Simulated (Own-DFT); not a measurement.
## Calculated data, AlN (wurtzite, atoms displaced)

All values are calculated (Own-DFT development build). A calculation, not a measurement: plane-wave PBE density functional theory by an unreviewed code, no spin, of a simulated periodic cell, stress positive in tension, free energy of the whole cell less one offset for each atom, forces on such cells passed a denser k mesh, this cell's mesh not checked; offsets are fitted by least squares, one for each functional and potential file, so energies compare only between cells with the same atoms and settings and are not formation energies; the far tail of each file's local potential was reset to the Coulomb form; each entry is a single point on an unrelaxed cell, so the pressure reflects the starting lattice, mostly measured values (interpolated for alloys), from which strain is counted, and rises with the displacements; printed positions are rounded, which can move forces by about a meV/angstrom; the program, named Own-DFT, is a retired in-house code; no spin-orbit coupling.

Settings shared by all entries: functional PBE; potential files PseudoDojo norm-conserving, scalar-relativistic, standard set; wave cutoff 42 hartree; occupations Fermi-Dirac; smearing width 0.1 eV; hardware one NVIDIA H100; k mesh 2 x 2 x 2 centred on Gamma.

(1) AlN (wurtzite, atoms displaced)

```
AlN
1.0
     12.4480     0.0000     0.0000
     -6.2240    10.7803     0.0000
      0.0000     0.0000     9.9640
Al N Al N Al N Al N Al N Al N Al N Al N Al N Al N Al N Al N Al N Al N Al N Al N Al N Al N Al N Al N Al N Al N Al N Al N Al N Al N Al N Al N Al N Al N Al N Al N
2 2 2 2 2 2 2 2 2 2 2 2 2 2 2 2 2 2 2 2 2 2 2 2 2 2 2 2 2 2 2 2 2 2 2 2 2 2 2 2 2 2 2 2 2 2 2 2 2 2 2 2 2 2 2 2 2 2 2 2 2 2 2 2
Direct
  0.08571 0.18589 0.00976
  0.15939 0.07299 0.25146
  0.09083 0.16286 0.20355
  0.15932 0.07202 0.43819
  0.07766 0.15556 0.50155
  0.17606 0.08166 0.75408
  0.07238 0.15447 0.67700
  0.15644 0.07675 0.93137
  0.08822 0.41397 0.00625
  0.16253 0.32691 0.25313
  0.07437 0.41112 0.19594
  0.16634 0.33092 0.43382
  0.07976 0.41976 0.49802
  0.15944 0.32702 0.74097
  0.08135 0.40324 0.68864
  0.17608 0.34250 0.93267
  0.08331 0.66293 0.00194
  0.16384 0.58243 0.24640
  0.08844 0.68790 0.19920
  0.16452 0.56991 0.44091
  0.06607 0.64691 0.50684
  0.17091 0.57417 0.75440
  0.07668 0.65978 0.68719
  0.17529 0.59695 0.95733
  0.08483 0.91779 0.99727
  0.17820 0.83041 0.24187
  0.10125 0.90600 0.17675
  0.17462 0.84022 0.43938
  0.08537 0.91966 0.50661
  0.16291 0.82455 0.74050
  0.09453 0.92146 0.69369
  0.16602 0.83505 0.94359
  0.34173 0.17406 0.98660
  0.40656 0.07609 0.24487
  0.33594 0.17248 0.19214
  0.41295 0.08476 0.44931
  0.34006 0.17657 0.52025
  0.42933 0.09638 0.75654
  0.34576 0.18651 0.69765
  0.41182 0.09532 0.94661
  0.33261 0.40789 0.99660
  0.40637 0.31564 0.23459
  0.34393 0.40726 0.18971
  0.40809 0.33547 0.44518
  0.33659 0.41090 0.49208
  0.40089 0.33300 0.75463
  0.31964 0.40381 0.69601
  0.42800 0.34182 0.94443
  0.31924 0.67164 0.01419
  0.42875 0.58570 0.27823
  0.33174 0.66427 0.20700
  0.41677 0.58348 0.43958
  0.32004 0.65223 0.50246
  0.40939 0.58767 0.74200
  0.33460 0.67092 0.69209
  0.42956 0.58547 0.96323
  0.35033 0.93531 0.99707
  0.42081 0.84282 0.25213
  0.32827 0.91328 0.20883
  0.41466 0.83144 0.44135
  0.33216 0.89952 0.50607
  0.41101 0.81860 0.75144
  0.32914 0.92260 0.69433
  0.41403 0.83364 0.92580
  0.57783 0.17026 0.97903
  0.64838 0.07639 0.22827
  0.58065 0.17798 0.18044
  0.67318 0.07664 0.43271
  0.58362 0.16946 0.49779
  0.66305 0.08982 0.75313
  0.57712 0.17200 0.69289
  0.67137 0.08423 0.93228
  0.56861 0.41340 0.99103
  0.66883 0.32856 0.23608
  0.57145 0.41508 0.20545
  0.66345 0.33005 0.43986
  0.58855 0.43596 0.49950
  0.67057 0.32541 0.74155
  0.58145 0.42730 0.69828
  0.64966 0.33156 0.95181
  0.58129 0.66478 0.00005
  0.66918 0.59039 0.25594
  0.59117 0.67442 0.18475
  0.66783 0.58164 0.43265
  0.59049 0.67845 0.49882
  0.65003 0.57932 0.74341
  0.57770 0.66414 0.69315
  0.66661 0.58802 0.92344
  0.58775 0.92146 0.00051
  0.67589 0.84283 0.26407
  0.59427 0.93011 0.18856
  0.66780 0.83147 0.45607
  0.58858 0.92944 0.51398
  0.66268 0.83090 0.75959
  0.59049 0.90426 0.68283
  0.68214 0.83411 0.94294
  0.82593 0.16262 0.00800
  0.92985 0.08603 0.24971
  0.84236 0.19461 0.18935
  0.92433 0.09964 0.44507
  0.80585 0.15469 0.50478
  0.91389 0.06897 0.75129
  0.83251 0.16856 0.68078
  0.90695 0.07046 0.94980
  0.83243 0.41933 0.99323
  0.90434 0.32349 0.26751
  0.83132 0.41110 0.20889
  0.94699 0.33841 0.44205
  0.82977 0.42233 0.51082
  0.90946 0.33171 0.75597
  0.82426 0.41303 0.68136
  0.92083 0.34243 0.96263
  0.83512 0.66248 0.00692
  0.91654 0.57020 0.26142
  0.82647 0.66647 0.19441
  0.93522 0.60109 0.44403
  0.84587 0.68469 0.49666
  0.91897 0.59169 0.75329
  0.80930 0.64799 0.69061
  0.91943 0.58477 0.95297
  0.84022 0.92734 0.00531
  0.89925 0.83382 0.24471
  0.82876 0.90365 0.19456
  0.92026 0.83013 0.42976
  0.82418 0.90691 0.51086
  0.89602 0.81437 0.75578
  0.83492 0.91389 0.68488
  0.92279 0.85138 0.92659
```

* free energy of cell above offsets: -20.558 eV
* pressure: 12.8 GPa
* stress xx: -12.59 GPa
* stress yy: -15.16 GPa
* stress zz: -10.65 GPa
* stress yz: -1.53 GPa
* stress xz: -2.57 GPa
* stress xy: -2.22 GPa
* wall time: 400.7 s

Force:
```tsv
element	x (eV/Å)	y (eV/Å)	z (eV/Å)
Al	1.602	-3.516	-1.025
Al	3.305	-1.116	-0.133
N	-1.752	0.717	-3.107
N	0.407	2.407	0.629
Al	1.017	2.115	-2.018
Al	-1.998	0.116	-1.585
N	1.284	0.973	4.229
N	0.756	3.517	2.331
Al	-0.879	1.476	0.904
Al	1.072	2.204	0.32
N	1.289	0.551	-0.958
N	0.559	0.315	2.225
Al	8.426	0.713	3.316
Al	0.871	-2.505	0.109
N	-2.986	2.963	1.072
N	-1.702	-1.33	0.485
Al	-1.392	3.252	1.62
Al	-0.362	-0.193	0.977
N	0.527	-10.43	-2.575
N	-1.819	3.228	-0.187
Al	9.095	5.623	0.762
Al	-1.856	-0.009	0.297
N	1.374	-0.901	1.848
N	-2.364	-4.99	-3.673
Al	0.017	-0.448	-0.614
Al	-3.914	2.847	4.803
N	-4.9	2.975	1.15
N	-0.438	-2.089	0.846
Al	1.442	-1.538	-0.81
Al	-0.12	1.816	1.766
N	-1.493	-2.003	-0.634
N	1.907	-0.808	-1.345
Al	-5.927	1.08	3.176
Al	-0.348	2.854	2.335
N	-0.185	-8.122	-3.056
N	1.376	-0.278	-0.523
Al	-0.336	-1.076	-4.043
Al	-4.552	-3.111	-1.112
N	0.398	-4.937	1.305
N	5.007	-2.686	-2.436
Al	0.517	3.377	2.141
Al	1.323	6.347	4.617
N	-4.8	1.877	-0.467
N	5.287	-1.986	-1.149
Al	-4.957	1.291	1.436
Al	3.516	3.683	0.719
N	-0.689	3.651	-1.477
N	-7.011	-5.036	-3.325
Al	7.011	1.753	1.776
Al	-0.291	-0.808	-10.03
N	0.516	1.439	-1.012
N	0.172	0.168	7.361
Al	1.365	2.189	-1.383
Al	3.087	-2.421	2.34
N	-1.513	-3.404	-1.479
N	-6.111	-1.994	-3.544
Al	-2.551	-3.853	0.024
Al	0.812	-2.342	0.962
N	5.489	3.047	-4.336
N	2.947	-0.778	0.419
Al	-3.241	3.345	0.064
Al	-0.475	5.26	-1.556
N	2.754	-0.326	0.56
N	0.939	1.242	4.474
Al	1.344	-0.156	3.259
Al	1.095	7.142	3.013
N	0.456	-5.248	-1.035
N	-6.92	-1.42	-2.773
Al	-1.339	-0.911	-1.106
Al	2.004	-1.536	-2.073
N	3.586	-1.545	-0.837
N	-2.253	0.17	1.376
Al	6.079	6.256	3.665
Al	-3.321	2.941	2.385
N	2.813	0.77	-2.067
N	0.764	1.377	0.452
Al	-0.47	-5.334	0.969
Al	-4.289	4.069	1.738
N	0.429	-4.78	-2.042
N	3.97	1.199	-2.573
Al	3.608	1.923	0.596
Al	-0.881	-2.177	-2.618
N	-0.884	0.675	3.206
N	-0.04	4.477	2.03
Al	-0.252	-4.342	1.468
Al	0.926	0.958	1.727
N	-1.746	1.332	-1.409
N	0.904	-0.498	3.423
Al	0.895	-2.23	-1.318
Al	-1.518	-1.821	-0.987
N	-0.128	-5.555	-1.089
N	-1.537	2.798	-2.89
Al	-0.562	-3.316	-3.317
Al	2.62	-0.982	-0.183
N	-3.836	2.476	3.447
N	-3.304	0.494	0.26
Al	1.627	1.797	-0.082
Al	-2.914	-0.169	2.019
N	0.101	-10.66	-3.083
N	-2.586	-3.767	-1.596
Al	9.159	5.305	0.171
Al	-0.229	1.85	-0.182
N	-1.18	-0.695	3.624
N	-0.463	7.764	-1.617
Al	-1.225	-0.733	2.404
Al	1.791	6.745	1.951
N	0.226	1.123	-2.085
N	-11.9	-6.026	-1.672
Al	0.852	-0.242	-4.952
Al	1.616	0.058	-0.634
N	2.32	1.125	4.54
N	0.006	-1.686	-3.78
Al	-2.598	1.283	-0.533
Al	-0.859	3.568	-1.148
N	2.022	-0.331	-0.468
N	-8.873	-5.333	-2.27
Al	-0.421	-4.679	0.817
Al	-1.502	-1.516	0.302
N	3.359	2.902	-1.243
N	-0.06	-0.484	-2.108
Al	0.94	-6.124	1.027
Al	9.23	-4.095	2.059
N	-5.012	6.574	-2.317
N	-1.508	3.379	0.806
Al	2.484	2.787	-2.664
Al	1.134	1.664	-1.58
N	-0.86	-1.733	2.353
N	0.609	-2.228	3.427
```

(2) AlN (wurtzite, atoms displaced)

```
AlN
1.0
     12.4480     0.0000     0.0000
     -6.2240    10.7803     0.0000
      0.0000     0.0000     9.9640
Al N Al N Al N Al N Al N Al N Al N Al N Al N Al N Al N Al N Al N Al N Al N Al N Al N Al N Al N Al N Al N Al N Al N Al N Al N Al N Al N Al N Al N Al N Al N Al N
2 2 2 2 2 2 2 2 2 2 2 2 2 2 2 2 2 2 2 2 2 2 2 2 2 2 2 2 2 2 2 2 2 2 2 2 2 2 2 2 2 2 2 2 2 2 2 2 2 2 2 2 2 2 2 2 2 2 2 2 2 2 2 2
Direct
  0.07805 0.17679 0.99346
  0.17718 0.09062 0.25390
  0.08667 0.16331 0.19587
  0.16485 0.08038 0.45661
  0.07137 0.16302 0.49426
  0.17506 0.08476 0.76873
  0.07230 0.17046 0.67806
  0.17013 0.08067 0.94898
  0.09227 0.41901 0.99862
  0.17336 0.33222 0.25046
  0.08656 0.40897 0.18417
  0.18144 0.34979 0.43764
  0.06825 0.39115 0.51790
  0.15540 0.32158 0.74700
  0.08880 0.42749 0.70275
  0.16362 0.35370 0.94765
  0.07416 0.66166 0.98748
  0.18048 0.59942 0.25729
  0.08325 0.65976 0.20242
  0.16085 0.57158 0.43545
  0.09319 0.67263 0.52689
  0.16391 0.58070 0.76575
  0.08535 0.68699 0.69669
  0.16515 0.57864 0.93332
  0.07803 0.91079 0.01394
  0.16222 0.81917 0.23039
  0.09330 0.91831 0.19708
  0.16968 0.84098 0.44484
  0.09106 0.91799 0.49441
  0.15988 0.83376 0.74533
  0.08165 0.92696 0.69259
  0.16579 0.83922 0.93624
  0.32406 0.17074 0.98954
  0.42082 0.08385 0.25124
  0.33221 0.16345 0.19682
  0.43061 0.09567 0.45351
  0.33310 0.15213 0.50230
  0.43205 0.08061 0.74911
  0.32187 0.15234 0.68471
  0.43095 0.08682 0.93015
  0.32944 0.41666 0.98430
  0.40792 0.31990 0.25261
  0.33302 0.41420 0.20436
  0.43319 0.33635 0.43867
  0.33685 0.41298 0.48600
  0.41791 0.32691 0.75416
  0.31716 0.40503 0.69502
  0.40996 0.32457 0.93560
  0.33442 0.67551 0.01280
  0.41428 0.59070 0.25110
  0.32731 0.66506 0.20700
  0.41167 0.58122 0.43567
  0.32709 0.66378 0.51089
  0.41309 0.58839 0.74754
  0.33814 0.66766 0.69313
  0.40799 0.59000 0.94267
  0.34113 0.92240 0.99368
  0.43581 0.83236 0.24880
  0.32828 0.91567 0.18324
  0.41642 0.83358 0.45605
  0.32882 0.90387 0.50495
  0.41775 0.84075 0.74509
  0.34357 0.91206 0.68596
  0.43562 0.84913 0.94913
  0.59347 0.17367 0.99620
  0.67959 0.08209 0.25162
  0.58474 0.17715 0.17672
  0.66890 0.07678 0.45086
  0.59059 0.14287 0.51703
  0.65724 0.09333 0.76313
  0.58179 0.16518 0.70159
  0.67202 0.08798 0.92576
  0.58110 0.40676 0.00615
  0.66376 0.32840 0.25775
  0.58028 0.41222 0.19615
  0.66781 0.34929 0.43648
  0.58964 0.41426 0.49376
  0.66812 0.34258 0.74285
  0.56793 0.41513 0.69473
  0.67160 0.33967 0.94209
  0.57681 0.65393 0.00752
  0.67096 0.60099 0.23684
  0.60066 0.67409 0.19358
  0.66692 0.60519 0.43782
  0.57252 0.66122 0.51624
  0.66343 0.58114 0.74082
  0.60055 0.66651 0.70642
  0.67997 0.58497 0.93734
  0.58879 0.92200 0.01799
  0.67821 0.84272 0.27251
  0.59380 0.92492 0.18991
  0.65778 0.83028 0.43755
  0.57765 0.91599 0.50530
  0.67342 0.81684 0.74113
  0.58525 0.92172 0.67556
  0.68285 0.83838 0.92520
  0.83598 0.16519 0.00536
  0.92585 0.09338 0.24623
  0.83014 0.16708 0.19862
  0.91850 0.07843 0.43861
  0.83636 0.17420 0.48034
  0.92364 0.07871 0.74203
  0.82111 0.16168 0.67677
  0.91846 0.08953 0.93375
  0.83546 0.41152 0.99612
  0.91772 0.33869 0.25239
  0.83666 0.42083 0.18731
  0.92970 0.33970 0.43778
  0.82816 0.41912 0.49006
  0.91295 0.34496 0.75401
  0.85167 0.44233 0.69335
  0.90766 0.33673 0.92617
  0.83518 0.66706 0.99570
  0.90770 0.59543 0.24769
  0.83215 0.66656 0.18953
  0.93453 0.58944 0.44176
  0.82793 0.67251 0.49981
  0.89399 0.56933 0.76145
  0.83676 0.65283 0.69444
  0.90163 0.55555 0.94783
  0.82124 0.92806 0.00237
  0.92885 0.82755 0.25787
  0.83418 0.90882 0.19527
  0.90189 0.82659 0.43237
  0.83501 0.91571 0.49990
  0.92329 0.84058 0.74423
  0.82170 0.89791 0.68818
  0.92116 0.84099 0.94061
```

- free energy of cell above offsets: -24.947 eV
- pressure: 11.76 GPa
- stress xx: -14.19 GPa
- stress yy: -9.99 GPa
- stress zz: -11.11 GPa
- stress yz: -0.92 GPa
- stress xz: 0.33 GPa
- stress xy: 0.36 GPa
- wall time: 384.1 s

Force:
```tsv
element	x (eV/Å)	y (eV/Å)	z (eV/Å)
Al	2.091	-0.213	1.704
Al	-1.339	-2.326	1.2
N	-0.113	0.994	-1.463
N	-0.389	1.54	-2.848
Al	4.094	1.757	0.024
Al	-1.377	-0.977	-3.026
N	2.376	-0.7	1.343
N	-3.625	-0.074	0.009
Al	-9.126	3.495	3.229
Al	-2.053	0.509	0.153
N	-1.091	0.695	0.671
N	-2.726	-4.134	0.38
Al	3.227	5.07	-0.435
Al	-0.536	3.14	0.74
N	-0.862	-3.05	-1.268
N	8.709	-7.629	-4.419
Al	0.855	-0.096	1.011
Al	-4.263	-5.04	1.46
N	-1.748	-0.445	-3.364
N	0.184	1.537	3.489
Al	-0.517	-1.505	-5.647
Al	0.188	2.423	-4.963
N	1.017	-6.078	2.493
N	-0.265	2.428	5.264
Al	-0.035	0.938	-1.678
Al	0.76	3	2.557
N	-0.992	-0.327	0.396
N	1.694	-1.95	-0.765
Al	-2.552	-0.169	1.457
Al	0.521	4.965	1.743
N	1.362	-0.457	-0.916
N	0.882	-0.962	0.785
Al	4.452	-1.428	2.805
Al	0.086	-0.395	0.084
N	0.987	-0.409	-1.865
N	2.179	-2.918	-1.879
Al	-1.842	2.74	0.304
Al	-5.633	-1.817	-0.104
N	2.369	1.732	2.196
N	-1.955	0.049	1.523
Al	0.406	0.617	1.631
Al	1.354	3.391	0.406
N	1.263	1.197	-2.466
N	-3.137	-1.937	0.376
Al	1.57	0.44	1.827
Al	-3.35	-1.498	-1.978
N	2.5	1.683	-0.105
N	-0.167	2.72	1.032
Al	-0.632	0.039	-1.452
Al	2.883	-2.302	0.399
N	4.134	3.372	-3.522
N	0.523	1.073	2.161
Al	-0.106	-1.25	-2.006
Al	1.803	-2.303	1.235
N	-2.153	1.047	0.688
N	2.179	-0.726	0.424
Al	-0.868	0.263	0.478
Al	-4.11	0.654	1.695
N	2.281	0.197	0.856
N	0.73	-1.256	-3.312
Al	-0.932	2.503	-1.126
Al	5.065	-2.25	1.666
N	-4.767	2.086	0.755
N	-1.886	-2.623	-0.736
Al	-0.558	-0.117	-0.692
Al	-4.698	0.214	1.419
N	1.373	-2.463	2.603
N	1.715	0.192	-4.42
Al	-4.694	3.019	-0.008
Al	5.679	-2.942	-5.459
N	0.701	4.467	-2.952
N	1.015	-0.554	8.036
Al	-0.126	1.617	0.167
Al	0.056	1.901	-2.329
N	-0.366	0.975	-0.719
N	5.457	-3.616	0.672
Al	-4.757	3.729	1.749
Al	0.151	-0.168	1.317
N	3.945	0.768	-1.822
N	-0.182	-1.235	-1.853
Al	1.165	2.168	-1.754
Al	4.572	-5.743	3.805
N	-8.421	3.038	-2.306
N	1.591	-2.806	0.245
Al	0.203	0.869	-2.175
Al	5.073	-2.469	2.725
N	-6.927	-2.326	-3.54
N	-3.532	-1.992	0.265
Al	1.68	0.317	-5.871
Al	0.958	-1.205	-5.497
N	1.032	-0.978	2.835
N	-0.197	0.251	5.292
Al	1.799	-1.141	-1.594
Al	-4.729	4.984	2.833
N	-0.106	-0.494	5.117
N	-4.484	-2.167	1.47
Al	-1.743	1.926	-2.125
Al	0.195	-2.782	0.779
N	2.872	1.325	-1.429
N	-2.496	0.315	-1.168
Al	0.893	-1.602	3.277
Al	-4.907	-1.071	0.102
N	1.043	1.688	0.722
N	0.12	-0.124	0.473
Al	-1.866	-3.836	3.693
Al	1.218	1.91	-1.338
N	-0.61	-0.742	1.307
N	-4.177	-1.961	-0.851
Al	2.362	2.401	0.781
Al	1.645	-2.068	-3.013
N	-0.572	-11.13	-5.511
N	3.6	-2.372	3.712
Al	0.642	0.907	0.176
Al	5.783	-4.054	2.242
N	-1.225	2.185	-1.73
N	-3.102	-0.012	-0.437
Al	2.002	-2.069	0.771
Al	2.871	7.82	4.163
N	-5.037	4.019	-1.991
N	-0.106	9.171	-1.84
Al	4.935	-1.014	1.358
Al	-2.214	1.426	-2.12
N	-0.21	2.526	-0.504
N	2.513	1.755	1.952
Al	-1.536	-0.603	-0.299
Al	-0.102	-2.495	1.847
N	3.523	4.19	-1.937
N	-0.284	-0.777	0.072
```
